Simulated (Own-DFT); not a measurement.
# Computed records: GaP (zincblende, strained, atoms displaced)

Computed with Own-DFT development build. A calculation, not a measurement: plane-wave PBE density functional theory by an unreviewed code, no spin, of a simulated periodic cell, stress positive in tension, free energy of the whole cell less one offset for each atom, forces on such cells passed a denser k mesh, this cell's mesh not checked; offsets are fitted by least squares, one for each functional and potential file, so energies compare only between cells with the same atoms and settings and are not formation energies; the far tail of each file's local potential was reset to the Coulomb form; each entry is a single point on an unrelaxed cell, so the pressure reflects the starting lattice, mostly measured values (interpolated for alloys), from which strain is counted, and rises with the displacements; printed positions are rounded, which can move forces by about a meV/angstrom; the program, named Own-DFT, is a retired in-house code; no spin-orbit coupling.

```cif
# cell vector a (Å): 10.8620 0.0000 0.0000
# cell vector b (Å): 0.0000 10.8620 0.0000
# cell vector c (Å): 0.0000 0.0000 10.9361
data_GaP
_symmetry_space_group_name_H-M 'P 1'
_symmetry_Int_Tables_number 1
_cell_length_a 10.8620
_cell_length_b 10.8620
_cell_length_c 10.9361
_cell_angle_alpha 90.000
_cell_angle_beta 90.000
_cell_angle_gamma 90.000
_cell_volume 1290.27
loop_
_atom_site_label
_atom_site_type_symbol
_atom_site_fract_x
_atom_site_fract_y
_atom_site_fract_z
_atom_site_occupancy
Ga1 Ga 0.99995 0.99476 0.99882 1
Ga2 Ga 0.99935 0.25038 0.24871 1
Ga3 Ga 0.25225 0.00047 0.24879 1
Ga4 Ga 0.24467 0.25319 0.00181 1
P1 P 0.12238 0.12388 0.12479 1
P2 P 0.12581 0.37450 0.36908 1
P3 P 0.37558 0.12366 0.37170 1
P4 P 0.37865 0.37570 0.12390 1
Ga5 Ga 0.00745 0.00611 0.50299 1
Ga6 Ga 0.99851 0.25344 0.75114 1
Ga7 Ga 0.25232 0.99681 0.75091 1
Ga8 Ga 0.25013 0.25055 0.49921 1
P5 P 0.12821 0.12551 0.62100 1
P6 P 0.12124 0.37786 0.87356 1
P7 P 0.37084 0.12360 0.87740 1
P8 P 0.37963 0.37773 0.62493 1
Ga9 Ga 0.99972 0.50595 0.99610 1
Ga10 Ga 0.00079 0.74530 0.24708 1
Ga11 Ga 0.24794 0.49925 0.24792 1
Ga12 Ga 0.25095 0.74992 0.99754 1
P9 P 0.12558 0.62095 0.12808 1
P10 P 0.12345 0.87059 0.37653 1
P11 P 0.37264 0.62859 0.37207 1
P12 P 0.37551 0.87500 0.12408 1
Ga13 Ga 0.99985 0.49881 0.49917 1
Ga14 Ga 0.99593 0.75236 0.74780 1
Ga15 Ga 0.25268 0.50021 0.75037 1
Ga16 Ga 0.25519 0.74595 0.50113 1
P13 P 0.12720 0.62412 0.62416 1
P14 P 0.12642 0.88121 0.87559 1
P15 P 0.37592 0.62441 0.88149 1
P16 P 0.37178 0.87277 0.62616 1
Ga17 Ga 0.50014 0.00450 0.00059 1
Ga18 Ga 0.50001 0.24908 0.25099 1
Ga19 Ga 0.74865 0.99596 0.24788 1
Ga20 Ga 0.74347 0.25312 0.00145 1
P17 P 0.62757 0.12624 0.12852 1
P18 P 0.62129 0.37823 0.37775 1
P19 P 0.87533 0.13219 0.37234 1
P20 P 0.87559 0.37205 0.12426 1
Ga21 Ga 0.49886 0.99802 0.49871 1
Ga22 Ga 0.50515 0.25292 0.74772 1
Ga23 Ga 0.74830 0.99669 0.74860 1
Ga24 Ga 0.74991 0.25272 0.49844 1
P21 P 0.62564 0.12574 0.62304 1
P22 P 0.62246 0.37499 0.87366 1
P23 P 0.87665 0.12038 0.87248 1
P24 P 0.87304 0.37096 0.62821 1
Ga25 Ga 0.49607 0.49785 0.00076 1
Ga26 Ga 0.49746 0.74871 0.24754 1
Ga27 Ga 0.74888 0.50078 0.24989 1
Ga28 Ga 0.74968 0.74656 0.99888 1
P25 P 0.62176 0.62532 0.13019 1
P26 P 0.62575 0.87663 0.37745 1
P27 P 0.87835 0.62428 0.37244 1
P28 P 0.86758 0.87454 0.12223 1
Ga29 Ga 0.49786 0.50058 0.50345 1
Ga30 Ga 0.49867 0.74752 0.74725 1
Ga31 Ga 0.74811 0.50108 0.75542 1
Ga32 Ga 0.74899 0.75433 0.50077 1
P29 P 0.62514 0.62052 0.62509 1
P30 P 0.62820 0.87563 0.87720 1
P31 P 0.87836 0.61857 0.87338 1
P32 P 0.87493 0.87002 0.62763 1
_calc_functional 'PBE'
_calc_potential_files 'PseudoDojo norm-conserving, scalar-relativistic, standard set'
_calc_wave_cutoff 42  # hartree
_calc_occupations 'Fermi-Dirac'
_calc_smearing_width 0.1  # eV
_calc_hardware 'one NVIDIA H100'
_calc_k_mesh '3 x 3 x 3 centred on Gamma'
_calc_free_energy_of_cell_above_offsets '-34.926'  # eV
_calc_pressure 3.23  # GPa
_calc_stress_xx -3.4  # GPa
_calc_stress_yy -3.37  # GPa
_calc_stress_zz -2.93  # GPa
_calc_stress_yz 0.14  # GPa
_calc_stress_xz -0.17  # GPa
_calc_stress_xy 0.14  # GPa
_calc_wall_time 516.5  # s
```

Force:
```
element  x (eV/Å)  y (eV/Å)  z (eV/Å)
     Ga    -0.376     0.587     0.355
     Ga     0.169     -0.05    -0.198
     Ga    -0.564    -0.358     0.104
     Ga     0.161    -0.135     -0.12
      P     0.076    -0.107     0.028
      P    -0.061     -0.04     0.684
      P    -0.062     0.148     0.463
      P    -0.699    -0.406     0.347
     Ga     -1.05    -0.751    -0.734
     Ga       0.2    -0.765    -0.085
     Ga     -0.16     0.608    -0.253
     Ga     0.333     0.213    -0.291
      P     0.242     0.448     1.202
      P     0.502    -0.034     0.089
      P     0.447     0.694    -0.389
      P    -0.741    -0.517     0.149
     Ga     0.216    -0.936     0.889
     Ga    -0.245      0.69     0.057
     Ga     0.632    -0.149     0.192
     Ga    -0.391     0.149     0.462
      P     0.006     0.604    -0.956
      P     0.309      0.38    -0.173
      P     0.361    -0.771     0.177
      P     0.025     0.108    -0.147
     Ga     0.034    -0.201     0.134
     Ga     0.929    -0.481     0.507
     Ga     -0.12     0.058      0.13
     Ga     -0.76     0.347    -0.156
      P     -0.22     0.017     0.217
      P    -0.226    -1.232    -0.258
      P    -0.063     0.059    -0.909
      P     0.541     0.095    -0.173
     Ga     0.149    -0.283     0.077
     Ga     0.168     0.202     0.055
     Ga     0.266     0.615     0.556
     Ga     0.818    -0.484    -0.329
      P    -0.428    -0.102    -0.239
      P     0.204    -0.153    -0.257
      P    -0.121    -1.082     0.338
      P     -0.18      0.72    -0.302
     Ga    -0.113     0.284     0.297
     Ga    -0.675    -0.694      0.16
     Ga     0.199     0.258    -0.008
     Ga     -0.15    -0.086    -0.018
      P    -0.018    -0.295    -0.041
      P     0.063     0.286      0.46
      P    -0.403     0.523     0.302
      P    -0.055     0.793    -0.332
     Ga      0.72     0.277     0.104
     Ga     0.148     0.544     0.428
     Ga     0.207    -0.289     0.118
     Ga    -0.144    -0.311    -0.031
      P     0.305    -0.308    -0.876
      P    -0.332    -0.346    -0.453
      P    -0.645     0.082     0.454
      P     1.034    -0.474     0.168
     Ga    -0.003     0.398    -0.735
     Ga     0.305     0.147     0.531
     Ga     0.147    -0.428    -0.594
     Ga      0.25      -0.8     -0.16
      P     0.189     0.613     0.027
      P    -0.725    -0.246    -0.272
      P    -0.582     1.243    -0.059
      P    -0.041     1.123    -0.712
```
